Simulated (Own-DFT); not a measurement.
## Calculated data, Hf₃₂O₆₃ (monoclinic hafnia with one vacancy, atoms displaced)

All values are calculated (Own-DFT development build). A calculation, not a measurement: plane-wave density functional theory by an unreviewed code, no spin, of a simulated periodic cell, stress positive in tension, run twice, with PBE and with PBEsol, both on files made for PBE, so the change isn't that of files made for PBEsol, defect cell not probed for a lower state with spin; hafnium file: forces about 75 meV/angstrom off all-electron values; oxygen file: force components 24 meV/angstrom off all-electron in one glass; forces on such cells passed a denser k mesh, this cell's mesh not checked; the far tail of each file's local potential was reset to the Coulomb form; each entry is a single point on an unrelaxed cell, so the pressure reflects the starting lattice, mostly measured values (interpolated for alloys), from which strain is counted, and rises with the displacements; printed positions are rounded, which can move forces by about a meV/angstrom; the program, named Own-DFT, is a retired in-house code; no spin-orbit coupling; stress was not checked against mesh or cutoff.

Settings shared by all entries: functional PBE, then PBEsol; potential files PseudoDojo norm-conserving, scalar-relativistic, standard set; wave cutoff 72 hartree; occupations Fermi-Dirac; smearing width 0.1 eV; k mesh 2 x 2 x 2 centred on Gamma.

```json
{"entry": 1, "formula": "Hf32O63", "kind": "monoclinic hafnia with one vacancy, atoms displaced", "structure": {"cell_angstrom": [[10.234, 0.0, 0.0], [0.0, 10.35, 0.0], [-1.6955, 0.0, 10.4453]], "atoms_fractional": [["Hf", 0.13817, 0.02419, 0.10651], ["Hf", 0.35756, 0.27334, 0.14397], ["Hf", 0.36471, 0.48523, 0.39355], ["Hf", 0.13487, 0.23777, 0.35632], ["O", 0.03414, 0.16952, 0.16853], ["O", 0.47537, 0.41641, 0.07449], ["O", 0.46484, 0.33122, 0.32322], ["O", 0.03658, 0.09006, 0.42141], ["O", 0.21869, 0.37662, 0.23601], ["O", 0.27675, 0.13914, 0.00445], ["O", 0.26754, 0.129, 0.26253], ["O", 0.22542, 0.37182, 0.49389], ["Hf", 0.13863, 0.02185, 0.60439], ["Hf", 0.36259, 0.27003, 0.64515], ["Hf", 0.36479, 0.47985, 0.90184], ["Hf", 0.1372, 0.24164, 0.86541], ["O", 0.04057, 0.16557, 0.67024], ["O", 0.45786, 0.41757, 0.57177], ["O", 0.46423, 0.34118, 0.83103], ["O", 0.04801, 0.0861, 0.92552], ["O", 0.22547, 0.37826, 0.73656], ["O", 0.28014, 0.12749, 0.51644], ["O", 0.27888, 0.11728, 0.74936], ["O", 0.21518, 0.37284, 0.98511], ["Hf", 0.13776, 0.52224, 0.10577], ["Hf", 0.36995, 0.77127, 0.13378], ["Hf", 0.35655, 0.98119, 0.39797], ["Hf", 0.13795, 0.72753, 0.36483], ["O", 0.03811, 0.66317, 0.17867], ["O", 0.46352, 0.91807, 0.07463], ["O", 0.46122, 0.83115, 0.33378], ["O", 0.03354, 0.58449, 0.42573], ["O", 0.22164, 0.88824, 0.24077], ["O", 0.26543, 0.62923, 0.01158], ["O", 0.26412, 0.61903, 0.24928], ["O", 0.22175, 0.87869, 0.48942], ["Hf", 0.13327, 0.53347, 0.59769], ["Hf", 0.3589, 0.76614, 0.64258], ["Hf", 0.36557, 0.97791, 0.90012], ["Hf", 0.14763, 0.72467, 0.85797], ["O", 0.04449, 0.66727, 0.67943], ["O", 0.46667, 0.91849, 0.57894], ["O", 0.45787, 0.83971, 0.8322], ["O", 0.04021, 0.58399, 0.91578], ["O", 0.22124, 0.87607, 0.73975], ["O", 0.2738, 0.62858, 0.50749], ["O", 0.27821, 0.62203, 0.75798], ["O", 0.22831, 0.87626, 0.99261], ["Hf", 0.62679, 0.0265, 0.10383], ["Hf", 0.86349, 0.2722, 0.14014], ["Hf", 0.86331, 0.47365, 0.4003], ["Hf", 0.63154, 0.23232, 0.35637], ["O", 0.53219, 0.1703, 0.16646], ["O", 0.96108, 0.40939, 0.07636], ["O", 0.96915, 0.34015, 0.33786], ["O", 0.54755, 0.0854, 0.42552], ["O", 0.72396, 0.37925, 0.24431], ["O", 0.78275, 0.13295, 0.00317], ["O", 0.72948, 0.37432, 0.49565], ["Hf", 0.64875, 0.02088, 0.60705], ["Hf", 0.86302, 0.25739, 0.64991], ["Hf", 0.86396, 0.47609, 0.89556], ["Hf", 0.63666, 0.23056, 0.84853], ["O", 0.53627, 0.17046, 0.67673], ["O", 0.96188, 0.42523, 0.57982], ["O", 0.97028, 0.3342, 0.82738], ["O", 0.53212, 0.0932, 0.92367], ["O", 0.73184, 0.38219, 0.7382], ["O", 0.77331, 0.13014, 0.51852], ["O", 0.77014, 0.11883, 0.76509], ["O", 0.72656, 0.36611, 0.98577], ["Hf", 0.64944, 0.52355, 0.10475], ["Hf", 0.85317, 0.77838, 0.1442], ["Hf", 0.86162, 0.98431, 0.39131], ["Hf", 0.64695, 0.73046, 0.36331], ["O", 0.53475, 0.66267, 0.16539], ["O", 0.96421, 0.91337, 0.08217], ["O", 0.96315, 0.83402, 0.3303], ["O", 0.54172, 0.58436, 0.41693], ["O", 0.73004, 0.87979, 0.2373], ["O", 0.77654, 0.63137, 0.01738], ["O", 0.76791, 0.62522, 0.25734], ["O", 0.7197, 0.8753, 0.48632], ["Hf", 0.63982, 0.51675, 0.6071], ["Hf", 0.8525, 0.77049, 0.6419], ["Hf", 0.87009, 0.98101, 0.89512], ["Hf", 0.63764, 0.73083, 0.8483], ["O", 0.53668, 0.66992, 0.67958], ["O", 0.96529, 0.91282, 0.57865], ["O", 0.96203, 0.8346, 0.82643], ["O", 0.53537, 0.58509, 0.92519], ["O", 0.72104, 0.88162, 0.74083], ["O", 0.78885, 0.6289, 0.51537], ["O", 0.78013, 0.61626, 0.75659], ["O", 0.73472, 0.86738, 0.99086]]}, "results": {"PBE_pressure [GPa]": 5.43, "PBE_stress_xx [GPa]": -5.06, "PBE_stress_yy [GPa]": -5.92, "PBE_stress_zz [GPa]": -5.31, "PBE_stress_yz [GPa]": -0.44, "PBE_stress_xz [GPa]": -0.24, "PBE_stress_xy [GPa]": -0.31, "PBEsol_pressure [GPa]": -0.96, "PBEsol_stress_xx [GPa]": 1.33, "PBEsol_stress_yy [GPa]": 0.45, "PBEsol_stress_zz [GPa]": 1.09, "PBEsol_stress_yz [GPa]": -0.41, "PBEsol_stress_xz [GPa]": 0.11, "PBEsol_stress_xy [GPa]": -0.28, "force_element": ["Hf", "Hf", "Hf", "Hf", "O", "O", "O", "O", "O", "O", "O", "O", "Hf", "Hf", "Hf", "Hf", "O", "O", "O", "O", "O", "O", "O", "O", "Hf", "Hf", "Hf", "Hf", "O", "O", "O", "O", "O", "O", "O", "O", "Hf", "Hf", "Hf", "Hf", "O", "O", "O", "O", "O", "O", "O", "O", "Hf", "Hf", "Hf", "Hf", "O", "O", "O", "O", "O", "O", "O", "Hf", "Hf", "Hf", "Hf", "O", "O", "O", "O", "O", "O", "O", "O", "Hf", "Hf", "Hf", "Hf", "O", "O", "O", "O", "O", "O", "O", "O", "Hf", "Hf", "Hf", "Hf", "O", "O", "O", "O", "O", "O", "O", "O"], "PBE_force_x [eV/angstrom]": [0.082, 0.59, -0.305, 1.047, -0.647, -1.716, -1.212, -1.013, 0.414, 0.47, 1.187, 0.143, 0.557, -1.639, 0.227, 1.944, -1.587, 1.9, 0.825, -1.812, -0.236, 0.032, -0.055, 1.266, -1.32, -1.66, 1.066, -0.418, -1.362, 0.936, 0.588, -0.122, 0.53, 1.826, 1.704, 0.136, -0.065, 0.147, -2.036, -1.377, -1.674, -0.094, 2.002, -1.626, 0.299, 0.983, 0.771, -0.131, 2.443, -1.281, -0.718, 1.429, -0.1, 1.212, -0.03, -1.792, 0.588, -0.697, -0.969, -3.136, 1.664, 0.424, -0.771, 0.684, -0.063, -1.568, 0.215, -0.597, 1.322, 1.377, -0.127, -1.356, 2.25, 0.841, -1.224, -0.462, 1.297, 0.039, -0.467, -1.541, 0.663, 0.769, 0.539, -0.008, 2.713, 0.105, -0.231, 0.06, -0.714, 0.461, 0.484, 0.25, -1.418, -0.757, -1.368], "PBE_force_y [eV/angstrom]": [-0.52, 0.211, -1.154, -0.592, 0.363, -0.761, 1.252, -0.699, 0.559, -0.523, -0.345, 0.207, -0.224, -0.022, -0.157, -2.338, 0.867, 1.153, -0.699, -0.896, 0.397, 0.172, 0.009, 1.714, 0.533, -0.87, 0.17, 1.252, 0.418, 0.388, -0.354, 0.597, -0.803, 0.189, 0.213, -1.27, -3.56, 2.283, 2.353, 1.831, 1.142, -0.4, -1.994, -1.186, -0.134, 0.607, -0.029, -0.589, 0.166, -1.282, 1.026, -0.025, 0.019, 1.62, -0.809, -0.902, -0.249, -0.385, -0.681, 0.001, 2.473, 0.745, 0.391, -0.499, -1.099, 0.36, -0.587, -0.702, -0.119, 0.24, 1.06, -0.666, -1.679, -0.523, 0.181, 0.932, 1.424, 0.224, -0.614, 1.445, -0.582, -0.376, -0.134, -0.157, 0.68, -0.679, 0.019, -0.741, 0.238, -0.408, 0.832, -0.652, 0.133, 0.723, 0.858], "PBE_force_z [eV/angstrom]": [0.301, -0.249, -0.544, 0.527, 0.397, 0.448, 0.322, -0.094, 0.235, 1.392, -0.209, -1.298, 0.891, 0.757, -1.151, -3.601, 0.378, 0.283, -0.69, -0.434, 0.542, -1.288, 1.653, 2.022, 0.077, 3.159, -0.227, -3.6, -0.237, 0.776, -0.849, -0.635, 0.225, -0.082, 2.1, 0.015, 2.384, 1.065, -2.523, -1.188, -0.629, 0.144, -0.67, 0.777, -0.24, -0.276, 0.456, -0.29, -0.243, 0.894, -0.189, -0.325, 0.767, -0.382, -1.452, -0.301, -0.494, 1.235, -0.314, -0.349, -0.247, -0.209, 1.441, -0.906, 0.508, 0.147, 0.432, 0.304, -1.028, -0.859, 0.183, 0.165, 0.496, 0.354, -2.185, 0.433, -0.577, 0.384, 0.968, 0.537, -1.605, 1.242, 0.632, -0.499, 1.65, 1.188, 2.042, -1.406, -0.5, -0.009, -0.63, -0.298, -0.698, 0.513, -1.129], "PBEsol_force_x [eV/angstrom]": [0.083, 0.575, -0.295, 1.039, -0.622, -1.696, -1.175, -0.981, 0.453, 0.389, 1.088, 0.202, 0.574, -1.628, 0.253, 1.907, -1.563, 1.849, 0.792, -1.765, -0.165, -0.029, -0.1, 1.283, -1.255, -1.619, 1.005, -0.412, -1.287, 0.907, 0.571, -0.09, 0.568, 1.718, 1.585, 0.194, -0.083, 0.122, -1.985, -1.325, -1.602, -0.106, 1.937, -1.565, 0.355, 0.88, 0.681, -0.042, 2.276, -1.174, -0.692, 1.266, -0.097, 1.155, -0.022, -1.709, 0.629, -0.725, -0.881, -3.043, 1.608, 0.409, -0.753, 0.676, -0.065, -1.534, 0.221, -0.521, 1.223, 1.288, -0.049, -1.33, 2.166, 0.887, -1.182, -0.441, 1.244, 0.013, -0.449, -1.419, 0.568, 0.671, 0.581, 0.028, 2.639, 0.091, -0.232, 0.065, -0.715, 0.421, 0.477, 0.307, -1.442, -0.803, -1.253], "PBEsol_force_y [eV/angstrom]": [-0.457, 0.237, -1.187, -0.611, 0.374, -0.723, 1.204, -0.697, 0.537, -0.497, -0.328, 0.193, -0.169, 0.008, -0.211, -2.313, 0.853, 1.146, -0.694, -0.876, 0.369, 0.152, 0.012, 1.664, 0.585, -0.813, 0.099, 1.161, 0.407, 0.397, -0.337, 0.577, -0.752, 0.191, 0.189, -1.233, -3.428, 2.272, 2.234, 1.726, 1.105, -0.382, -1.949, -1.166, -0.147, 0.598, 0.007, -0.578, 0.164, -1.131, 0.947, -0.003, 0.015, 1.573, -0.783, -0.861, -0.229, -0.348, -0.647, 0.043, 2.452, 0.658, 0.321, -0.463, -1.043, 0.341, -0.589, -0.679, -0.125, 0.244, 1.039, -0.584, -1.588, -0.705, 0.127, 0.921, 1.405, 0.232, -0.6, 1.392, -0.566, -0.351, -0.132, -0.131, 0.71, -0.725, -0.03, -0.695, 0.243, -0.388, 0.794, -0.644, 0.139, 0.708, 0.822], "PBEsol_force_z [eV/angstrom]": [0.28, -0.22, -0.489, 0.489, 0.418, 0.376, 0.264, -0.043, 0.217, 1.377, -0.216, -1.278, 0.858, 0.756, -1.106, -3.521, 0.395, 0.224, -0.706, -0.358, 0.542, -1.237, 1.581, 1.967, 0.074, 3.099, -0.189, -3.548, -0.181, 0.694, -0.866, -0.546, 0.224, -0.084, 2.045, 0.008, 2.303, 1.08, -2.438, -1.197, -0.575, 0.083, -0.691, 0.8, -0.241, -0.266, 0.44, -0.285, -0.356, 0.782, -0.129, -0.278, 0.775, -0.42, -1.442, -0.24, -0.484, 1.194, -0.305, -0.367, -0.218, -0.195, 1.392, -0.817, 0.405, 0.128, 0.479, 0.297, -0.972, -0.861, 0.178, 0.148, 0.483, 0.477, -2.152, 0.437, -0.609, 0.335, 0.992, 0.527, -1.542, 1.192, 0.62, -0.505, 1.628, 1.188, 1.966, -1.307, -0.536, -0.052, -0.569, -0.31, -0.667, 0.483, -1.089], "rms_change_of_force_components_from_PBE_to_PBEsol [eV/angstrom]": 0.053}}
{"entry": 2, "formula": "Hf32O63", "kind": "monoclinic hafnia with one vacancy, atoms displaced", "structure": {"cell_angstrom": [[10.234, 0.0, 0.0], [0.0, 10.35, 0.0], [-1.6955, 0.0, 10.4453]], "atoms_fractional": [["Hf", 0.14834, 0.01786, 0.10647], ["Hf", 0.36581, 0.2762, 0.14286], ["Hf", 0.36115, 0.48421, 0.39532], ["Hf", 0.13125, 0.22763, 0.35132], ["O", 0.03644, 0.16655, 0.17647], ["O", 0.45888, 0.4225, 0.07804], ["O", 0.47156, 0.33719, 0.32348], ["O", 0.02475, 0.08141, 0.42538], ["O", 0.22413, 0.39201, 0.24735], ["O", 0.27088, 0.12899, 0.00599], ["O", 0.27717, 0.1246, 0.2542], ["O", 0.2328, 0.38143, 0.49037], ["Hf", 0.14052, 0.01905, 0.61143], ["Hf", 0.36879, 0.2759, 0.64345], ["Hf", 0.36235, 0.47802, 0.89135], ["Hf", 0.14436, 0.2342, 0.86402], ["O", 0.04342, 0.16694, 0.67015], ["O", 0.45526, 0.41189, 0.58444], ["O", 0.46314, 0.34084, 0.82872], ["O", 0.0364, 0.08125, 0.92615], ["O", 0.21556, 0.37419, 0.73332], ["O", 0.28549, 0.13274, 0.50624], ["O", 0.27085, 0.12311, 0.75241], ["O", 0.22055, 0.3814, 0.98411], ["Hf", 0.13199, 0.50651, 0.10194], ["Hf", 0.35919, 0.76931, 0.15104], ["Hf", 0.37188, 0.97082, 0.40156], ["Hf", 0.13602, 0.72281, 0.35485], ["O", 0.03955, 0.66557, 0.1758], ["O", 0.46331, 0.90228, 0.08171], ["O", 0.46027, 0.83066, 0.3274], ["O", 0.03761, 0.59365, 0.42627], ["O", 0.22739, 0.88015, 0.24313], ["O", 0.27261, 0.6351, 0.01252], ["O", 0.27832, 0.62636, 0.26209], ["O", 0.22008, 0.87041, 0.49573], ["Hf", 0.13501, 0.52472, 0.60246], ["Hf", 0.36213, 0.76434, 0.64163], ["Hf", 0.36158, 0.97687, 0.89269], ["Hf", 0.13983, 0.73266, 0.85131], ["O", 0.02773, 0.67431, 0.66785], ["O", 0.47208, 0.91984, 0.57496], ["O", 0.46944, 0.83808, 0.82591], ["O", 0.03705, 0.57978, 0.91748], ["O", 0.22224, 0.88673, 0.73794], ["O", 0.27901, 0.63326, 0.51876], ["O", 0.27456, 0.61901, 0.7589], ["O", 0.2261, 0.87377, 0.98844], ["Hf", 0.63811, 0.02591, 0.10252], ["Hf", 0.86042, 0.27033, 0.15099], ["Hf", 0.85901, 0.47344, 0.39304], ["Hf", 0.63989, 0.23307, 0.35923], ["O", 0.54196, 0.16107, 0.17765], ["O", 0.96668, 0.42386, 0.08205], ["O", 0.95763, 0.33598, 0.33247], ["O", 0.52829, 0.07649, 0.42321], ["O", 0.7201, 0.3784, 0.24521], ["O", 0.76917, 0.1189, 0.00569], ["O", 0.72289, 0.37464, 0.4934], ["Hf", 0.63722, 0.02167, 0.60936], ["Hf", 0.86231, 0.26669, 0.63481], ["Hf", 0.86004, 0.48245, 0.89914], ["Hf", 0.63578, 0.22562, 0.85363], ["O", 0.5355, 0.15932, 0.66946], ["O", 0.94775, 0.41325, 0.56611], ["O", 0.95702, 0.33432, 0.82797], ["O", 0.5332, 0.08964, 0.92388], ["O", 0.72799, 0.37876, 0.74274], ["O", 0.77541, 0.12205, 0.50849], ["O", 0.77478, 0.12071, 0.76597], ["O", 0.73068, 0.36204, 0.98628], ["Hf", 0.63335, 0.51178, 0.10317], ["Hf", 0.8596, 0.77472, 0.14868], ["Hf", 0.86892, 0.98192, 0.39026], ["Hf", 0.62925, 0.72602, 0.36], ["O", 0.54506, 0.66387, 0.18286], ["O", 0.96508, 0.91227, 0.07949], ["O", 0.96626, 0.83502, 0.32306], ["O", 0.54064, 0.58793, 0.42158], ["O", 0.72545, 0.87706, 0.23492], ["O", 0.77709, 0.63168, 0.01744], ["O", 0.78055, 0.6154, 0.26528], ["O", 0.71972, 0.8598, 0.49259], ["Hf", 0.63709, 0.52654, 0.60094], ["Hf", 0.86434, 0.77644, 0.64632], ["Hf", 0.85977, 0.97972, 0.8968], ["Hf", 0.63639, 0.72639, 0.84583], ["O", 0.546, 0.66986, 0.67628], ["O", 0.96123, 0.91505, 0.56689], ["O", 0.95572, 0.83502, 0.83261], ["O", 0.53469, 0.58619, 0.92812], ["O", 0.7232, 0.88137, 0.73463], ["O", 0.77779, 0.62458, 0.50928], ["O", 0.77476, 0.6171, 0.75768], ["O", 0.73337, 0.8709, 0.99111]]}, "results": {"PBE_pressure [GPa]": 6.38, "PBE_stress_xx [GPa]": -6.64, "PBE_stress_yy [GPa]": -6.57, "PBE_stress_zz [GPa]": -5.94, "PBE_stress_yz [GPa]": 0.31, "PBE_stress_xz [GPa]": -0.13, "PBE_stress_xy [GPa]": -0.98, "PBEsol_pressure [GPa]": -0.01, "PBEsol_stress_xx [GPa]": -0.24, "PBEsol_stress_yy [GPa]": -0.22, "PBEsol_stress_zz [GPa]": 0.48, "PBEsol_stress_yz [GPa]": 0.31, "PBEsol_stress_xz [GPa]": 0.22, "PBEsol_stress_xy [GPa]": -0.98, "force_element": ["Hf", "Hf", "Hf", "Hf", "O", "O", "O", "O", "O", "O", "O", "O", "Hf", "Hf", "Hf", "Hf", "O", "O", "O", "O", "O", "O", "O", "O", "Hf", "Hf", "Hf", "Hf", "O", "O", "O", "O", "O", "O", "O", "O", "Hf", "Hf", "Hf", "Hf", "O", "O", "O", "O", "O", "O", "O", "O", "Hf", "Hf", "Hf", "Hf", "O", "O", "O", "O", "O", "O", "O", "Hf", "Hf", "Hf", "Hf", "O", "O", "O", "O", "O", "O", "O", "O", "Hf", "Hf", "Hf", "Hf", "O", "O", "O", "O", "O", "O", "O", "O", "Hf", "Hf", "Hf", "Hf", "O", "O", "O", "O", "O", "O", "O", "O"], "PBE_force_x [eV/angstrom]": [-1.81, -0.256, 0.147, 1.575, -0.837, -0.11, -1.187, 2.951, 0.39, 1.42, -0.184, -1.679, 0.008, -3.373, -0.84, -2.343, -1.751, 3.956, 0.814, 0.324, 0.45, -1.502, 0.994, 0.612, 1.326, 0.117, -2.612, 0.252, 0.04, 1.249, 0.822, -1.24, -0.256, 0.229, 0.291, 0.848, -0.91, 0.277, 0.148, -1.543, 2.159, -1.871, -0.539, 0.084, 0.592, 0.255, 0.061, -0.368, 0.195, -0.05, -1.504, -0.341, -1.382, -2.237, 2.045, 2.377, 0.099, 0.564, -1.121, 1.808, -0.115, 0.37, 1.638, -1.026, 3.169, 1.504, -1.433, -0.998, -0.239, -0.019, -0.792, 1.552, 0.407, -2.773, 4.169, -1.089, 1.368, 0.45, -3.033, -0.53, -0.452, -0.22, 0.289, 2.166, -1.684, 0.394, 1.499, -2.322, 0.474, 1.965, -0.27, -0.381, -0.351, 0.029, -1.353], "PBE_force_y [eV/angstrom]": [-0.599, -1.82, -0.48, -0.61, 0.473, -0.563, 0.778, 2.461, -1.966, 1.018, 0.435, -0.576, 1.072, -3.463, 1.939, -1.25, 0.885, 4.08, -1.212, 0.722, 0.771, 0.043, -0.346, -1.198, 4.883, -0.901, 1.726, 2.448, -0.558, 2.197, -0.783, -2.298, 0.194, -0.564, -0.949, -0.326, -0.914, 2.711, 0.295, -0.542, -1.281, -2.45, -0.247, 0.444, -2.063, -1.328, 0.55, 0.104, -2.849, -0.79, 3.605, -1.835, 1.533, -1.959, -2.001, 2.125, -0.946, 1.814, -1.052, -1.058, -0.09, -0.048, 0.7, 1.816, 1.035, -0.755, -0.766, 0.101, 0.792, 0.326, 0.379, 3.167, -1.134, -2.255, 2.036, -0.658, 1.215, 0.114, -2.894, 1.614, -1.284, 0.181, 1.2, -1.79, -0.178, -0.032, 1.169, 0.078, 0.207, -1.315, -0.267, -0.366, 0.087, 0.373, -0.289], "PBE_force_z [eV/angstrom]": [-0.326, 1.748, -0.477, 1.324, -0.188, -0.264, 0.019, -0.429, -0.503, 0.588, 0.243, -0.664, -2.126, 0.469, 0.38, -3.038, 0.191, -1.653, -0.169, -0.137, 0.431, -0.09, 1.937, 0.774, 0.296, -1.009, -0.703, -1.442, -0.296, -1.212, 0.458, 0.836, -0.314, -0.7, 1.208, -0.146, 0.312, 1.059, 0.457, 1.435, 0.572, 1.142, -0.524, -0.316, 1.147, -1.151, -0.266, -0.376, 0.514, -1.136, 0.224, 0.016, -0.198, 0.297, -1.298, -0.451, -0.853, 1.631, -0.873, -1.343, 3.117, -1.405, -0.666, 1.076, 1.538, 0.127, 0.106, -1.069, -0.319, -0.812, 1.454, 0.901, -0.496, -0.121, -1.395, -1.388, 0.08, 0.643, 1.652, 0.503, -1.048, -0.323, -0.195, 1.112, -1.079, 0.706, 3.293, -1.779, 1.243, -0.815, -0.751, 0.889, 0.832, 0.32, -0.968], "PBEsol_force_x [eV/angstrom]": [-1.737, -0.237, 0.1, 1.539, -0.817, -0.104, -1.159, 2.871, 0.436, 1.305, -0.259, -1.559, 0.025, -3.315, -0.819, -2.263, -1.697, 3.839, 0.771, 0.333, 0.505, -1.514, 0.888, 0.646, 1.292, 0.099, -2.515, 0.236, 0.05, 1.185, 0.796, -1.173, -0.172, 0.168, 0.231, 0.894, -0.845, 0.242, 0.124, -1.502, 2.114, -1.825, -0.541, 0.08, 0.633, 0.187, -0.001, -0.301, 0.15, 0.024, -1.513, -0.426, -1.337, -2.177, 1.98, 2.309, 0.16, 0.466, -1.012, 1.753, -0.123, 0.369, 1.63, -0.988, 3.055, 1.455, -1.367, -0.904, -0.287, -0.104, -0.711, 1.502, 0.391, -2.62, 4.068, -1.048, 1.307, 0.42, -2.945, -0.431, -0.491, -0.272, 0.334, 2.168, -1.651, 0.364, 1.46, -2.252, 0.444, 1.904, -0.254, -0.318, -0.428, -0.054, -1.234], "PBEsol_force_y [eV/angstrom]": [-0.543, -1.736, -0.522, -0.65, 0.498, -0.547, 0.74, 2.376, -1.907, 0.99, 0.43, -0.534, 1.089, -3.338, 1.846, -1.269, 0.862, 3.981, -1.183, 0.69, 0.748, 0.046, -0.355, -1.166, 4.808, -0.822, 1.648, 2.339, -0.534, 2.148, -0.782, -2.248, 0.182, -0.541, -0.917, -0.326, -0.83, 2.686, 0.234, -0.582, -1.234, -2.365, -0.258, 0.415, -2.007, -1.3, 0.546, 0.118, -2.782, -0.629, 3.471, -1.74, 1.51, -1.893, -1.962, 2.047, -0.937, 1.755, -1.027, -1.006, -0.02, -0.1, 0.619, 1.778, 1.003, -0.731, -0.76, 0.101, 0.794, 0.311, 0.37, 3.168, -1.041, -2.349, 1.925, -0.637, 1.19, 0.1, -2.825, 1.569, -1.262, 0.162, 1.155, -1.682, -0.128, -0.083, 1.099, 0.091, 0.219, -1.283, -0.296, -0.358, 0.07, 0.363, -0.264], "PBEsol_force_z [eV/angstrom]": [-0.351, 1.755, -0.459, 1.242, -0.105, -0.306, -0.033, -0.389, -0.497, 0.568, 0.21, -0.64, -2.078, 0.469, 0.402, -2.998, 0.215, -1.662, -0.213, -0.076, 0.431, -0.069, 1.894, 0.75, 0.268, -0.959, -0.645, -1.446, -0.214, -1.212, 0.409, 0.866, -0.332, -0.69, 1.204, -0.122, 0.269, 1.041, 0.46, 1.394, 0.603, 1.049, -0.551, -0.257, 1.12, -1.109, -0.273, -0.369, 0.39, -1.141, 0.248, 0.036, -0.169, 0.238, -1.33, -0.379, -0.814, 1.579, -0.875, -1.332, 3.062, -1.372, -0.659, 1.09, 1.438, 0.09, 0.143, -1.035, -0.3, -0.775, 1.423, 0.87, -0.475, 0.032, -1.382, -1.297, 0.036, 0.582, 1.666, 0.457, -1.022, -0.303, -0.173, 1.07, -1.045, 0.716, 3.173, -1.687, 1.162, -0.855, -0.696, 0.856, 0.819, 0.311, -0.932], "rms_change_of_force_components_from_PBE_to_PBEsol [eV/angstrom]": 0.055}}
```
